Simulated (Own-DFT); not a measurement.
# What a defect does to the pressure of its cell: zincblende GaAs

Calculated, not measured: single-point runs of Own-DFT, a retired in-house plane-wave DFT program that no person has reviewed, on unrelaxed cells, without spin or spin-orbit coupling.

Settings: PBE; PseudoDojo norm-conserving scalar-relativistic files; cutoff 42 hartree; 3 x 3 x 3 k mesh centred on Gamma; Fermi-Dirac smearing of 0.1 eV.

Limits (not all hold for every row): not probed for a lower state with spin; forces on such cells failed a check on a denser k mesh; forces not confirmed at this smearing and k mesh; forces on such cells passed a denser k mesh, each cell not checked; stress not checked against mesh or cutoff.

All runs share one cell, with vectors in Å (11.307, 0.000, 0.000); (0.000, 11.307, 0.000); (0.000, 0.000, 11.307) and a volume of 1445.4 Å³. The atoms are randomly displaced, by u rms on each axis. The defect's site can differ from row to row.

| cell | formula | u (Å) | P (GPa) |
|---|---|---|---|
| no defect | As32Ga32 | 0.0194 | 3.52 |
| no defect | As32Ga32 | 0.0477 | 3.93 |
| no defect | As32Ga32 | 0.0498 | 4.00 |
| one As on a Ga site | As33Ga31 | 0.0290 | 4.23 |
| one As on a Ga site | As33Ga31 | 0.0311 | 4.27 |
| one As on a Ga site | As33Ga31 | 0.0441 | 4.47 |
| one As on a Ga site | As33Ga31 | 0.0488 | ? |
| one As on a Ga site and one Ga on an As site | As32Ga32 | 0.0289 | 3.93 |
| one As on a Ga site and one Ga on an As site | As32Ga32 | 0.0299 | 3.93 |
| one As on a Ga site and one Ga on an As site | As32Ga32 | 0.0503 | 4.31 |
| one In on a Ga site | As32Ga31In | 0.0293 | 4.25 |
| one In on a Ga site | As32Ga31In | 0.0310 | 4.36 |
| one In on a Ga site | As32Ga31In | 0.0535 | 4.70 |
| two As vacancies | As30Ga32 | 0.0298 | 3.20 |
| two As vacancies | As30Ga32 | 0.0312 | 3.31 |
| two As vacancies | As30Ga32 | 0.0495 | 3.51 |

## What the rows give

P = P0 + c u² + a shift for each defect gives P0 = 3.46 GPa, c = 209 ± 12 GPa/Å² and a scatter of 0.04 GPa. The shifts, and each times the cell's volume:

- one In on a Ga site: 0.65 ± 0.03 GPa, 5.9 eV
- one As on a Ga site: 0.60 ± 0.03 GPa, 5.5 eV
- one As on a Ga site and one Ga on an As site: 0.30 ± 0.03 GPa, 2.7 eV
- two As vacancies: -0.42 ± 0.03 GPa, -3.8 eV (-1.9 eV for each of its 2 sites)

Positive is outwards. The product with the volume (160.2 GPa Å³ to the eV) is nearly free of the cell's size; divided by the bulk modulus at the cell's pressure it gives the volume that the defect adds. The atoms around the defects weren't relaxed, which would change these numbers.

## The run left out

Asked: what pressure belongs in the blank (one As on a Ga site, u = 0.0488 Å)?

From the fit: 4.56 ± 0.05 GPa. The calculation gave 4.63 GPa.
